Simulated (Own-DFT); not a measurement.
SiC (4H silicon carbide, atoms displaced) (calculated)

All values are calculated (Own-DFT development build). A calculation, not a measurement: plane-wave PBE density functional theory by an unreviewed code, no spin, of a simulated periodic cell, stress positive in tension, free energy of the whole cell less one offset for each atom, forces on such cells passed a denser k mesh, this cell's mesh not checked; offsets are fitted by least squares, one for each functional and potential file, so energies compare only between cells with the same atoms and settings and are not formation energies; the far tail of each file's local potential was reset to the Coulomb form; each entry is a single point on an unrelaxed cell, so the pressure reflects the starting lattice, mostly measured values (interpolated for alloys), from which strain is counted, and rises with the displacements; printed positions are rounded, which can move forces by about a meV/angstrom; the program, named Own-DFT, is a retired in-house code; no spin-orbit coupling.

Settings shared by all entries: functional PBE; potential files PseudoDojo norm-conserving, scalar-relativistic, standard set; wave cutoff 42 hartree; occupations Fermi-Dirac; smearing width 0.1 eV; hardware one NVIDIA H100; k mesh 5 x 5 x 3 centred on Gamma.

(1) 
```xyz
32
Lattice="6.1654 0.0000 0.0000 -3.0827 5.3394 0.0000 0.0000 0.0000 10.0681" Properties=species:S:1:pos:R:3:force_x:R:1:force_y:R:1:force_z:R:1 formula=SiC free_energy_of_cell_above_offsets=-2.433 pressure=5.18 stress_xx=-3.3 stress_yy=-6.9 stress_zz=-5.34 stress_yz=-1.15 stress_xz=-0.16 stress_xy=0.39 wall_time=124.3
Si     0.0247     0.0355     4.0910     -0.728     -0.064     -1.428
Si     0.0894     1.7634     1.5163     -2.287      0.496      0.897
C      6.1371     0.0350     0.9116      0.487     -1.739      2.495
C     -0.0326     1.8575     3.4531      0.442     -2.169     -1.071
Si     4.6132     2.6778     4.0554      -0.56     -0.362      0.755
Si    -1.5414     4.4495     1.6189      0.423     -0.535      -2.68
C     -1.4403     2.6397     0.9278     -1.958      0.884     -0.462
C     -1.5217     4.4253     3.4451     -0.556       1.23      1.299
Si     0.0289     5.2975     4.1509     -1.398       1.37     -0.257
Si     3.0215     1.7531     1.4999       3.03      0.845      1.037
C      3.1091     0.0651     0.8109     -0.918     -1.625      2.711
C      3.1100     1.7546     3.4749     -1.568     -0.005      -0.82
Si     1.4609     2.6923     4.0188      2.203     -0.938      1.474
Si     1.4729     4.4428     1.5418      0.618      1.178      0.269
C      1.5498     2.6815     0.8924      0.148      0.344      1.543
C      1.4422     4.4335     3.4484      2.402      0.505     -0.334
Si     3.0130     5.2206     9.2100      1.571          3     -3.488
Si     3.1035     3.6203     6.4781     -0.871       -1.3      2.139
C      0.0011     0.0836     5.9341      0.451     -1.667     -0.653
C      3.0841     3.5793     8.4618     -1.336     -0.936     -0.304
Si    -1.5410     2.6835     9.0106     -0.619      0.326      2.161
Si     4.6260     0.8543     6.5095      0.001      0.895      2.942
C      4.6008     2.6059     6.0230      0.709      2.088      -2.12
C      4.6483     0.9744     8.4387      0.403     -2.878      0.006
Si     0.0587     5.2964     9.0888     -0.685      2.983     -1.263
Si    -0.0047     3.5783     6.5956      0.477     -1.839      0.799
C      0.0010     5.3339     6.0946     -0.058     -0.747     -3.136
C     -0.0750     3.6328     8.5135      2.082     -2.278     -1.209
Si     1.4739     2.6646     9.1770      1.005     -0.752     -3.796
Si     1.5512     0.8819     6.5616     -0.032       0.54      2.231
C      1.5784     2.5952     5.9402     -0.798      2.509     -0.568
C      1.6212     0.8494     8.4643     -2.079      0.637      0.828
```

Units: free_energy_of_cell_above_offsets in eV; pressure, stress_xx, stress_yy, stress_zz, stress_yz, stress_xz, stress_xy in GPa; wall_time in s; force_x, force_y, force_z in eV/Å.

(2) 
```xyz
32
Lattice="6.1654 0.0000 0.0000 -3.0827 5.3394 0.0000 0.0000 0.0000 10.0681" Properties=species:S:1:pos:R:3:force_x:R:1:force_y:R:1:force_z:R:1 formula=SiC free_energy_of_cell_above_offsets=-1.119 pressure=6.35 stress_xx=-6.97 stress_yy=-2.85 stress_zz=-9.23 stress_yz=-0.06 stress_xz=0.76 stress_xy=-0.68 wall_time=117.6
Si     3.0995     5.2832     4.0169      0.873      4.019      2.337
Si    -0.0479     1.7961     1.5658      0.148     -1.227      0.588
C      2.9946     5.2381     0.9271      2.333       2.48     -0.068
C      0.0306     1.8193     3.4557      -1.62     -0.207      -0.16
Si    -1.5405     2.8047     4.1291     -0.437     -3.662     -2.063
Si    -1.5296     4.4728     1.5945     -0.563     -0.272     -3.892
C      4.5424     2.6360     1.0775      2.685       1.92     -2.998
C     -1.6125     4.4686     3.3103      2.266      0.003      4.648
Si     0.0500     5.1999     4.0898     -1.317      4.139      0.478
Si     3.1012     1.8461     1.6703     -2.733     -1.075     -1.355
C      3.1509     0.0783     0.9087     -2.886     -0.154      1.404
C      3.0566     1.8009     3.4532      0.168     -0.193      2.246
Si     1.4584     2.7954     3.9867      2.063     -2.835      1.661
Si     1.4703     4.5663     1.5213      1.271     -3.915      0.886
C      1.4757     2.5549     0.9195      0.618      2.109      -0.06
C      1.6194     4.5357     3.4538     -2.391     -1.224     -1.649
Si     6.1365     0.0463     9.1235      0.495      -2.09      0.237
Si     3.0879     3.5850     6.4823     -0.783     -0.537      2.393
C      0.0409     0.0303     6.0012     -0.694     -0.235     -1.012
C      3.0326     3.5408     8.5894      1.309      0.345     -2.012
Si     4.6131     2.6346     9.1515     -0.409      1.409      0.258
Si     4.5741     0.8918     6.7385      1.903      0.346     -3.639
C      4.5947     2.6270     5.9220      0.563      1.215      1.844
C      4.6389     0.8945     8.5040      -1.13     -0.056      1.708
Si    -0.0065     5.2800     9.1951      0.113      0.594     -2.472
Si     0.0345     3.5860     6.6246     -2.067     -0.336     -1.012
C      0.0705     5.3336     6.0354     -1.657     -0.053     -1.297
C      0.0078     3.5585     8.3973     -0.395     -0.737      3.728
Si     1.5568     2.5699     9.0635     -0.727      2.289      1.596
Si     1.5676     0.8859     6.6237     -0.219      0.587     -0.787
C      1.4361     2.7307     5.9595      2.729     -1.195     -1.005
C      1.5350     0.8721     8.5170      0.491     -1.453     -0.533
```

Units: free_energy_of_cell_above_offsets in eV; pressure, stress_xx, stress_yy, stress_zz, stress_yz, stress_xz, stress_xy in GPa; wall_time in s; force_x, force_y, force_z in eV/Å.
